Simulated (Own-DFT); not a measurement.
Simulation results for SiC (2H silicon carbide, atoms displaced), SiC (4H silicon carbide, strained, atoms displaced), SiC (twinned 3C silicon carbide, atoms displaced)

Computed with Own-DFT development build. A calculation, not a measurement: plane-wave PBE density functional theory by an unreviewed code, no spin, of a simulated periodic cell, stress positive in tension, free energy of the whole cell less one offset for each atom, forces on such cells passed a denser k mesh, this cell's mesh not checked; offsets are fitted by least squares, one for each functional and potential file, so energies compare only between cells with the same atoms and settings and are not formation energies; the far tail of each file's local potential was reset to the Coulomb form; each entry is a single point on an unrelaxed cell, so the pressure reflects the starting lattice, mostly measured values (interpolated for alloys), from which strain is counted, and rises with the displacements; printed positions are rounded, which can move forces by about a meV/angstrom; the program, named Own-DFT, is a retired in-house code; no spin-orbit coupling.

Settings shared by all entries: functional PBE; potential files PseudoDojo norm-conserving, scalar-relativistic, standard set; wave cutoff 42 hartree; occupations Fermi-Dirac; smearing width 0.1 eV.

(1) 
```xyz
32
Lattice="6.1654 0.0000 0.0000 -3.0827 5.3394 0.0000 0.0000 0.0000 10.0681" Properties=species:S:1:pos:R:3:force_x:R:1:force_y:R:1:force_z:R:1 formula=SiC hardware=one_NVIDIA_H100 k_mesh=5_x_5_x_3_centred_on_Gamma free_energy_of_cell_above_offsets=5.272 pressure=10.47 stress_xx=-8.19 stress_yy=-17.86 stress_zz=-5.38 stress_yz=-0.9 stress_xz=3.04 stress_xy=1.86 wall_time=118.2
Si     0.1285     0.0838     9.9700     -7.488     -0.262       4.35
Si     0.1913     1.7151     2.3637      -5.44     -1.083      4.844
C      6.1344     0.0019     1.9734      0.443     -2.289      -2.01
C      0.0346     1.7871     4.4249      0.361      0.068     -0.596
Si    -2.9496     5.3101     4.9696     -3.649      1.619     -0.287
Si    -0.0338     1.7466     7.6112      2.984      0.445      -0.36
C      5.9984     0.0465     6.8245      6.766      1.565     -0.816
C     -0.0193     1.8164     9.5499      3.564     -0.859     -2.733
Si    -1.4568     2.5667     0.0120     -4.525      2.219      1.522
Si    -1.5615     4.1748     2.3998     -1.152      10.59      4.078
C      4.5393     2.6597     1.9809      1.954      -8.55     -4.836
C     -1.5720     4.4128     4.3404      1.615     -0.911       0.82
Si     4.5777     2.6764     5.0121      1.626     -1.182     -0.862
Si    -1.6428     4.1853     7.4801      0.876      10.24      2.902
C     -1.4745     2.6389     7.0603     -0.959     -4.716     -4.472
C     -1.8450     4.3408     9.4750      7.239      -2.87     -2.778
Si     2.9690     0.0053     0.0278      1.536      -2.44     -1.021
Si     3.0538     1.7675     2.4309     -0.981     -1.965      0.887
C     -0.1000     5.2022     1.9671      0.003      2.062     -2.205
C      3.1052     1.6611     4.2634     -0.438      2.515      2.674
Si     3.1055     0.0379     5.1376     -1.612     -1.399     -1.019
Si     3.0806     1.9371     7.5081       0.22     -5.118      1.074
C     -0.0321     5.3011     6.9828     -0.605      0.928     -0.083
C      3.2102     1.6693     9.3354     -1.749      1.188      2.678
Si     1.6334     2.6000     0.0291      0.223      2.298     -3.278
Si     1.4356     4.4263     2.5470      1.672      0.563      0.323
C      1.4536     2.6641     1.7902      4.262      1.514      1.261
C      1.4095     4.3993     4.5034      2.838      1.984     -2.554
Si     1.5995     2.7401     4.9882     -0.934     -3.398       1.51
Si     1.6781     4.5801     7.5208     -7.357     -4.169      3.355
C      1.6163     2.7302     7.0282     -2.309      0.648     -2.029
C      1.4730     4.4215     9.4730      1.013      0.762      -0.34
```

Units: free_energy_of_cell_above_offsets in eV; pressure, stress_xx, stress_yy, stress_zz, stress_yz, stress_xz, stress_xy in GPa; wall_time in s; force_x, force_y, force_z in eV/Å.

(2) 
```xyz
32
Lattice="6.1654 0.0000 0.0000 -3.0827 5.3394 0.0000 0.0000 0.0000 10.0681" Properties=species:S:1:pos:R:3:force_x:R:1:force_y:R:1:force_z:R:1 formula=SiC hardware=one_NVIDIA_H100 k_mesh=5_x_5_x_3_centred_on_Gamma free_energy_of_cell_above_offsets=-4.000 pressure=4.25 stress_xx=-3.28 stress_yy=-2.34 stress_zz=-7.12 stress_yz=-1.58 stress_xz=-0.14 stress_xy=-1.04 wall_time=131.2
Si    -3.0495     5.3057    10.0360     -0.629      1.014      0.898
Si     0.0049     1.7650     2.5950     -1.024      0.099     -2.566
C      3.0813     5.3304     1.8569      1.476      0.523      0.379
C     -0.0402     1.7768     4.3840      0.618     -0.566      1.891
Si     3.0796     5.3247     5.0610     -0.336     -0.003     -1.131
Si    -0.0415     1.6979     7.5782       1.13       2.63      -0.52
C      6.1324     0.0379     6.9119      0.667     -1.955      0.666
C      0.0322     1.7814     9.4360     -0.657     -0.484     -0.111
Si     4.6167     2.6561     9.9756      0.425      0.043      2.319
Si    -1.5026     4.4498     2.5396     -0.784     -0.861     -0.845
C      4.6107     2.6320     1.8570       0.37      0.558      0.466
C     -1.5227     4.4741     4.4137     -0.784     -0.707      0.262
Si     4.5842     2.6194     5.0271      1.453      1.744     -0.349
Si    -1.5645     4.4476     7.5939      0.846      0.231     -1.176
C     -1.5096     2.6509     6.8689     -0.637      0.391      1.797
C     -1.5166     4.4601     9.4841      0.167     -0.394     -1.046
Si     0.0205     5.3240     0.0639     -0.236      1.271     -1.325
Si     3.0247     1.7580     2.4803      1.778      0.929      0.823
C      3.0800     0.0276     1.8858      0.558     -1.213      0.827
C      3.1226     1.8260     4.4118     -2.293     -1.653     -0.625
Si     3.0349     0.0086     5.0632      1.567      0.181     -1.015
Si     3.0939     1.7928     7.5278     -0.666      0.098       0.61
C      3.0614     0.0292     6.8989      0.137      -0.75       1.53
C      3.0391     1.8480     9.5247      0.417       -1.5     -1.978
Si     1.5112     2.6870     0.0576      0.123      0.301      -0.36
Si     1.6267     4.4963     2.4981     -1.996     -1.324      0.959
C      1.5189     2.6307     1.9346     -0.379      1.335     -0.361
C      1.5445     4.4232     4.4141     -0.251      0.622     -0.023
Si     1.5154     2.6414     5.0490      0.378       0.74     -1.019
Si     1.5722     4.3852     7.5456     -1.432      2.353      0.124
C      1.5353     2.7362     6.8880     -0.162     -2.748      0.839
C      1.5393     4.4905     9.4426      0.156     -0.904       0.06
```

Units: free_energy_of_cell_above_offsets in eV; pressure, stress_xx, stress_yy, stress_zz, stress_yz, stress_xz, stress_xy in GPa; wall_time in s; force_x, force_y, force_z in eV/Å.

(3) 
```xyz
72
Lattice="9.2163 -0.0850 -0.0440 -4.6818 8.1439 0.0334 -0.0479 0.0144 10.1022" Properties=species:S:1:pos:R:3:force_x:R:1:force_y:R:1:force_z:R:1 formula=SiC hardware=one_NVIDIA_H100 k_mesh=4_x_4_x_3_centred_on_Gamma free_energy_of_cell_above_offsets=-6.518 pressure=2.79 stress_xx=-6.99 stress_yy=1.7 stress_zz=-3.08 stress_yz=0.63 stress_xz=-0.43 stress_xy=-4.24 wall_time=352
Si    -0.0150     0.0112     4.1000     -0.618      0.455      0.634
Si    -0.0951     1.8267     1.5959      1.408     -0.155      0.175
C      4.4853     8.0545     0.9745      1.748      0.762     -1.511
C     -0.0475     1.8682     3.4912      0.475     -1.156      0.283
Si    -1.5975     2.7640     4.1118      0.195     -1.255     -0.435
Si    -1.5439     4.5079     1.5549      0.644     -0.082      0.338
C      7.6463     2.6387     0.9208     -0.169      0.323     -1.111
C     -1.6035     4.4883     3.4605      1.205      0.614     -0.227
Si    -3.0421     5.3511     4.1263     -1.961      2.427      0.609
Si    -3.1650     7.2576     1.5803      0.524     -0.219      1.655
C     -3.0528     5.4304     1.0524     -0.471      1.369     -2.535
C     -3.2236     7.2741     3.5208      1.295     -1.327     -0.624
Si     3.0158    -0.0095     4.0618       0.79     -0.007      0.176
Si     3.0414     1.8211     1.4689     -0.009     -0.744      2.244
C      3.1049    -0.0171     1.0796     -0.929      0.066     -2.793
C      3.0718     1.8231     3.4816      0.106     -1.008     -1.297
Si     1.6074     2.6932     4.0592     -2.716     -0.216      1.431
Si     1.5015     4.5831     1.5574     -0.695     -2.906      0.627
C      1.5212     2.6623     0.9146      -1.03      0.548      0.228
C      1.4400     4.4214     3.4681      0.986       1.89     -0.029
Si    -0.0663     5.4391     4.1073      0.062     -0.892      -0.68
Si    -0.0307     7.2569     1.6469      0.218     -0.848     -2.439
C      0.0140     5.3750     0.8761     -1.486      1.501      0.909
C     -0.0657     7.1877     3.4189      0.063      0.307      2.815
Si     1.5634     8.0353     4.1296      -3.52      1.994     -1.548
Si     6.0762     1.8106     1.5217      0.456     -0.477      0.021
C      6.1248     0.0573     0.8690       0.58     -1.472      0.775
C      6.0977     1.7358     3.3831      0.162      0.199      1.273
Si     4.5625     2.7119     4.0648      1.103     -1.082      0.912
Si     4.6165     4.5324     1.4887     -1.214     -1.395      1.719
C      4.5331     2.6888     0.8478       0.96      0.935      2.293
C      4.5696     4.5069     3.4796      0.351     -0.896      -0.74
Si     3.0465     5.3147     4.1414     -1.039      0.999     -1.111
Si     3.0219     7.2157     1.5239      -2.35     -0.787      1.555
C      2.9935     5.3516     0.9638       1.98      1.518     -0.719
C      2.9462     7.1502     3.5566      2.556     -1.173     -2.048
Si     4.4944     8.0303     9.1342      0.157      0.107      0.419
Si     4.4596     6.2376     6.7159      1.922      0.041     -2.204
C     -4.6556     8.1180     6.0824     -2.679     -0.446     -0.815
C      4.4742     6.1929     8.5476      0.534      1.263      0.457
Si    -3.1398     5.5052     9.1033     -1.081     -3.165       1.91
Si     6.1494     3.4889     6.5363     -1.705      1.182      2.267
C     -3.0660     5.4145     6.0623     -2.947     -1.187     -1.254
C      6.0709     3.5335     8.5258      0.994      0.402     -0.702
Si    -1.5531     2.6787     9.1057     -0.865      1.154      0.983
Si     7.6296     0.8461     6.5860      0.886      0.146      0.109
C     -1.5935     2.7615     5.9937      1.576     -1.466     -0.268
C      7.6445     0.7822     8.5424      0.507      0.903     -1.756
Si     1.4545     8.0901     9.1341     -2.101      0.332      0.809
Si     1.4271     6.4051     6.6153       0.04     -2.354      0.545
C      6.1195    -0.0375     5.8984     -0.033      0.429       1.56
C      1.4099     6.3322     8.5838      1.282     -0.797     -1.551
Si     3.0271     5.2802     9.1843     -2.316      0.019     -0.506
Si     2.9902     3.6083     6.6597       0.98     -1.446     -0.946
C      3.0073     5.3692     5.9833       -0.8      0.119      1.034
C      3.0053     3.4822     8.4578      0.501      1.236      2.487
Si     4.5889     2.6755     9.1864     -0.792      -0.99     -3.103
Si     4.5414     0.8454     6.5354      0.289     -1.142      2.059
C      4.6134     2.5390     6.0675     -1.064       3.66     -2.457
C      4.4882     0.8201     8.5347      2.516      0.833     -1.062
Si    -1.6472     8.0929     9.1520     -0.398     -0.616      0.876
Si    -1.6363     6.2636     6.6298      1.133       1.78     -0.771
C     -1.6348     8.1130     6.0151     -1.015     -0.602     -0.724
C     -1.7188     6.2812     8.4430      2.666      1.682      1.672
Si    -0.1140     5.4315     9.1078     -0.133     -1.002      0.127
Si     0.0006     3.6406     6.6151     -1.518     -0.212      0.178
C     -0.1149     5.3887     5.9655      1.232      1.084      0.585
C     -0.0849     3.6197     8.4670       1.08     -0.434      1.062
Si     1.5460     2.5181     9.1609     -1.459      3.484     -0.572
Si     1.4305     0.8838     6.6059      2.689      0.611      0.102
C      1.4566     2.7004     6.1113      1.165     -0.499     -2.738
C      1.5210     0.8705     8.4571     -0.902     -1.917      1.363
```

Units: free_energy_of_cell_above_offsets in eV; pressure, stress_xx, stress_yy, stress_zz, stress_yz, stress_xz, stress_xy in GPa; wall_time in s; force_x, force_y, force_z in eV/Å.

(4) 
```xyz
48
Lattice="4.3596 -4.3596 0.0000 0.0000 4.3596 -4.3596 8.7192 8.7192 8.7192" Properties=species:S:1:pos:R:3 formula=SiC k_mesh=5_x_5_x_2_centred_on_Gamma
Si     8.1401     3.8629    -0.5142
C      4.8343     0.5121    -3.8624
Si     1.6133     1.6410    -0.5929
C      2.7613     2.7572     0.5660
Si     3.8049     1.6319     1.6342
C      4.8716     2.7365     2.7283
Si     8.1424     1.6270     1.6289
C      4.8671    -1.6466    -1.6519
Si     1.6135     3.8195    -2.6673
C      2.6764     4.9147    -1.6333
Si     3.8582     3.8063    -0.5459
C      4.8784     4.9019     0.5123
Si     6.0019     5.9746    -0.5214
C      2.7148     2.7034    -3.7928
Si     3.7843    -0.5016    -0.5178
C      4.9318     0.5223     0.5540
Si     5.9915    -0.5585     1.5695
C      7.1202     0.5663     2.7337
Si     6.0093     3.7646     1.7050
C      2.7452     0.5458    -1.6100
Si     3.8801     1.6504    -2.7348
C      4.8945     2.7855    -1.6409
Si     5.9404     1.6433    -0.5304
C      7.0954     2.7321     0.5167
Si    12.5074     8.1427     3.8292
C      9.2543     4.9032     0.5436
Si     8.8605     4.5618     2.3366
C      9.9866     5.6040     3.4381
Si     9.5970     7.4216     3.1225
C     10.7336     8.5413     4.1935
Si    12.5126     6.0337     6.0112
C      4.8821     7.0771     2.6651
Si     8.8909     2.3204     4.4915
C     10.0249     3.4343     5.5711
Si     9.5950     5.2299     5.2991
C     10.7453     6.3723     6.3749
Si    10.3725    10.3040     3.8296
C      7.1012     2.7020     4.8502
Si     6.7410     6.7578     2.3615
C      7.8023     7.8421     3.4515
Si     7.4450     9.6637     3.0726
C      8.5843    10.7212     4.2119
Si    10.2989     8.1406     6.0169
C      7.0669     4.8917     2.7260
Si     6.7071     4.5379     4.5535
C      7.8326     5.6104     5.6501
Si     7.4727     7.4089     5.2444
C      8.5413     8.5734     6.3197
```

**Q.** What stress xx does the calculation give for SiC (twinned 3C silicon carbide, atoms displaced) (entry 4)?
**A.** -4.34 GPa

Further results for SiC (twinned 3C silicon carbide, atoms displaced) (entry 4):

```
free energy of cell above offsets : -7.226 eV
pressure                          : 3.6 GPa
stress yy                         : -3.74 GPa
stress zz                         : -2.72 GPa
stress yz                         : -0.45 GPa
stress xz                         : -0.33 GPa
stress xy                         : -0.28 GPa
```

Force:
```csv
element,x (eV/Å),y (eV/Å),z (eV/Å)
Si,0.598,-1.163,-0.947
C,1.988,0.932,1.094
Si,0.204,-0.296,0.943
C,-0.608,-1.067,-1.15
Si,-0.079,-0.078,0.485
C,0.282,-0.536,0.736
Si,0.769,-0.012,-0.84
C,0.345,0.994,1.104
Si,-0.204,-0.381,-1.724
C,0.717,0.109,0.389
Si,-1.498,0.881,-0.099
C,0.893,-0.197,1.231
Si,-0.821,0.141,-0.848
C,0.28,0.693,0.247
Si,0.069,-1.465,-0.118
C,-1.048,0.883,-0.153
Si,0.923,0.465,1.812
C,-1.432,-0.394,-0.412
Si,-0.843,0.762,-1.801
C,-0.374,0.47,-0.76
Si,-1.632,-0.38,-0.012
C,0.774,-1.224,-0.398
Si,1.118,0.411,-0.54
C,-0.915,-0.215,0.848
Si,0.37,0.149,-0.989
C,0.334,0.14,0.154
Si,0.572,-0.747,0.522
C,-0.413,0.441,0.522
Si,0.911,0.432,-1.133
C,-0.887,-1.26,-0.011
Si,0.413,-0.854,-0.65
C,0.66,0.469,0.587
Si,0.531,1.046,-0.02
C,-0.804,-0.579,1.179
Si,1.648,0.197,-0.748
C,-1.44,-0.841,-0.141
Si,0.111,1.211,0.109
C,-0.053,0.724,1.361
Si,-0.787,-0.734,-0.704
C,0.213,-0.391,-0.249
Si,0.167,-0.31,1.188
C,-1.062,-0.356,-0.883
Si,1.456,1.012,-0.114
C,0.218,0.981,0.552
Si,0.267,-0.419,-0.348
C,-0.669,0.173,-0.514
Si,-0.34,1.094,0.401
C,-0.922,-0.912,0.843
```
